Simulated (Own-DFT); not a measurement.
# Misfit strain and the stress it brings: wurtzite AlGaN with randomly placed atoms, 72 atoms (Al9Ga27N36)

Everything here is calculated. The program is Own-DFT (plane waves, in-house, since retired, never reviewed by a person); positions were held fixed, and spin and spin-orbit coupling were off.

Settings: PBE; PseudoDojo norm-conserving scalar-relativistic files; cutoff 42 hartree; 4 x 4 x 3 k mesh centred on Gamma; Fermi-Dirac smearing of 0.1 eV.

Keep in mind: forces on such cells passed a denser k mesh, each cell not checked; stress not checked against mesh or cutoff.

Unstrained cell vectors in Å: (9.509, 0.000, 0.000); (-4.755, 8.235, 0.000); (0.000, 0.000, 10.268). The unstrained cell has measured lattice constants (interpolated for alloys), not those of this functional. That, the random moves and any unrelaxed bonds set the pressure at no strain. Each run strains x and y alike by e, as a substrate would, and holds the height along z. Each atom got a random Gaussian move of width 0.05 Å along each axis. The random placing of the alloy's atoms differs from row to row. Stress is positive in tension.

| e (%) | u (Å) | (s_xx + s_yy)/2 (GPa) | s_zz (GPa) |
|---|---|---|---|
| -2.75 | 0.052 | -24.18 | -13.67 |
| -2.25 | 0.053 | -21.48 | -11.48 |
| -1.50 | 0.049 | -16.90 | -8.47 |
| -1.00 | 0.050 | -13.19 | -9.45 |
| -0.25 | 0.051 | ? | ? |
| 0.25 | 0.049 | -5.69 | -7.46 |
| 1.75 | 0.047 | 1.54 | -4.09 |
| 2.00 | 0.051 | 3.04 | -6.27 |
| 2.25 | 0.055 | 3.18 | -3.39 |
| 2.50 | 0.053 | 4.38 | -4.31 |

## Analysis

With e as a fraction, the in-plane stress is -7.4 + 551 e - 2792 e² GPa (errors 8 and 682, scatter 0.47), and s_zz is -7.8 + 161 e GPa (slope ± 20, scatter 1.18). At e = 0 the first slope is C11 + C12 and the second 2 C13, both with the ions held to the strained lattice and at the cell's own pressure. The term in e² is negative: the layer stiffens under compression and softens under tension. A free layer would change its height as e changes, and the in-plane slope would drop by 2 C13²/C33 to the biaxial modulus. At fixed height, a misfit of 1 % moves the in-plane stress by about 5.5 GPa and s_zz by 1.6 GPa.

## Test on the hidden row

Q: what are the two stresses at e = -0.25 %?

Estimate: -8.8 and -8.2 GPa. Computed: -8.93 and -8.75 GPa.
